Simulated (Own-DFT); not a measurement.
# How strain changes the stress of grey tin, 32 atoms (Sn32)

All numbers below are calculated, not measured. They come from Own-DFT, an in-house plane-wave density functional program, since retired, whose code no person has reviewed. Each row is one single-point run on a periodic cell that was not relaxed, without spin or spin-orbit coupling.

Settings of every run: PBE; PseudoDojo norm-conserving scalar-relativistic files; cutoff 42 hartree; 3 x 3 x 5 k mesh centred on Gamma; cold (Marzari-Vanderbilt) smearing of 0.2 eV.

Known limits: forces on such cells failed a check on a denser k mesh; stress not checked against mesh or cutoff.

Unstrained cell vectors in Å: (12.978, 0.000, 0.000); (0.000, 12.978, 0.000); (0.000, 0.000, 6.489). The unstrained cell has measured lattice constants (interpolated for alloys), not those of this functional. That, the random moves and any unrelaxed bonds set the pressure at no strain. Each run strains this cell uniformly, with the atoms carried along. Every atom was also moved at random, by a Gaussian of width 0.05 Å on each axis. Strain is the symmetric tensor, in per cent. Stress is positive in tension, and the pressure is minus a third of its trace.

```
run,e_xx (%),e_yy (%),e_zz (%),s_xx (GPa),s_yy (GPa),s_zz (GPa),P (GPa),E (meV/atom)
1,1.25,1.25,0.00,-2.17,-2.23,-2.52,2.31,7.6
2,0.75,0.75,0.00,-2.97,-2.93,-3.10,3.00,34.1
3,3.00,3.00,0.00,-0.61,-0.58,-1.39,0.86,0.0
4,-2.50,-2.50,0.00,-6.67,-6.95,-6.14,6.59,87.7
5,0.25,0.25,0.00,-3.27,-3.28,-3.28,3.28,20.2
6,-1.00,-1.00,0.00,-4.92,-4.75,-4.62,4.76,54.5
7,2.25,2.25,0.00,-1.19,-1.29,-1.89,1.46,1.9
8,-0.50,-0.50,0.00,-4.24,-4.29,-4.08,4.20,45.0
9,1.75,1.75,0.00,?,?,?,?,?
```

E is the free energy for each atom above the lowest run shown.

## Worked fit

The change of volume is close to e_xx + e_yy + e_zz. A straight line through the runs shown gives P = 3.77 - 52 x (fractional change of volume) GPa, with an error of 2 on the slope and a scatter of 0.19 GPa. The strain isn't the same on all axes, but the crystal is cubic, so the slope still estimates the bulk modulus, averaged over pressures from 0.9 to 6.6 GPa.

## Withheld run

Question: what pressure should run 9 give? Its volume changes by 3.53 %.

The line gives 1.9 GPa. The calculation gave 1.88 GPa.
